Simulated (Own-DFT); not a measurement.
# Which defects push the lattice out? C40 NbSi2

No measurement is shown. These are fixed-geometry runs of a retired plane-wave code named Own-DFT, which no person has reviewed; spin and spin-orbit coupling are neglected.

Method: PBE; PseudoDojo norm-conserving scalar-relativistic files; cutoff 42 hartree; 4 x 4 x 5 k mesh centred on Gamma; cold (Marzari-Vanderbilt) smearing of 0.2 eV.

Known weak points: forces on such cells failed a check on a denser k mesh; stress not checked against mesh or cutoff.

All runs share one cell, with vectors in Å (0.000, 8.324, 0.000); (-9.613, 0.000, 0.000); (0.000, 0.000, 6.586) and a volume of 527.0 Å³. u is the rms random offset of the atoms per axis. The defect's site can differ from row to row.

| cell | formula | u (Å) | P (GPa) |
|---|---|---|---|
| no defect | Nb12Si24 | 0.0192 | 1.50 |
| no defect | Nb12Si24 | 0.0197 | 1.49 |
| no defect | Nb12Si24 | 0.0485 | 2.61 |
| two Nb on a Si site each | Nb14Si22 | 0.0267 | 7.41 |
| two Nb on a Si site each | Nb14Si22 | 0.0292 | 7.66 |
| two Nb on a Si site each | Nb14Si22 | 0.0432 | 7.89 |
| two Nb on a Si site each | Nb14Si22 | 0.0593 | ? |
| two Si on a Nb site each | Nb10Si26 | 0.0347 | 1.60 |
| two Si on a Nb site each | Nb10Si26 | 0.0495 | 2.62 |
| two Si on a Nb site each | Nb10Si26 | 0.0567 | 2.82 |
| one Si vacancy | Nb12Si23 | 0.0309 | 0.94 |
| one Si vacancy | Nb12Si23 | 0.0331 | 1.09 |
| one Si vacancy | Nb12Si23 | 0.0487 | 1.80 |
| two Nb vacancies | Nb10Si24 | 0.0304 | 0.01 |
| two Nb vacancies | Nb10Si24 | 0.0306 | -0.10 |
| two Nb vacancies | Nb10Si24 | 0.0482 | 0.08 |

## Fit

P = P0 + c u² + a shift for each defect gives P0 = 1.37 GPa, c = 485 ± 71 GPa/Å² and a scatter of 0.20 GPa. The shifts, and each times the cell's volume:

- two Nb on a Si site each: 5.73 ± 0.16 GPa, 18.8 eV (9.4 eV for each of its 2 sites)
- two Si on a Nb site each: -0.13 ± 0.19 GPa, -0.4 eV (-0.2 eV for each of its 2 sites) (not resolved)
- one Si vacancy: -0.81 ± 0.17 GPa, -2.7 eV
- two Nb vacancies: -2.05 ± 0.17 GPa, -6.7 eV (-3.4 eV for each of its 2 sites)

Positive is outwards. The product with the volume (160.2 GPa Å³ to the eV) is nearly free of the cell's size; divided by the bulk modulus at the cell's pressure it gives the volume that the defect adds. The atoms around the defects weren't relaxed, which would change these numbers.

## Prediction

Q: what pressure belongs in the blank (two Nb on a Si site each, u = 0.0593 Å)?

From the fit: 8.80 ± 0.29 GPa. DFT gave 9.02 GPa.
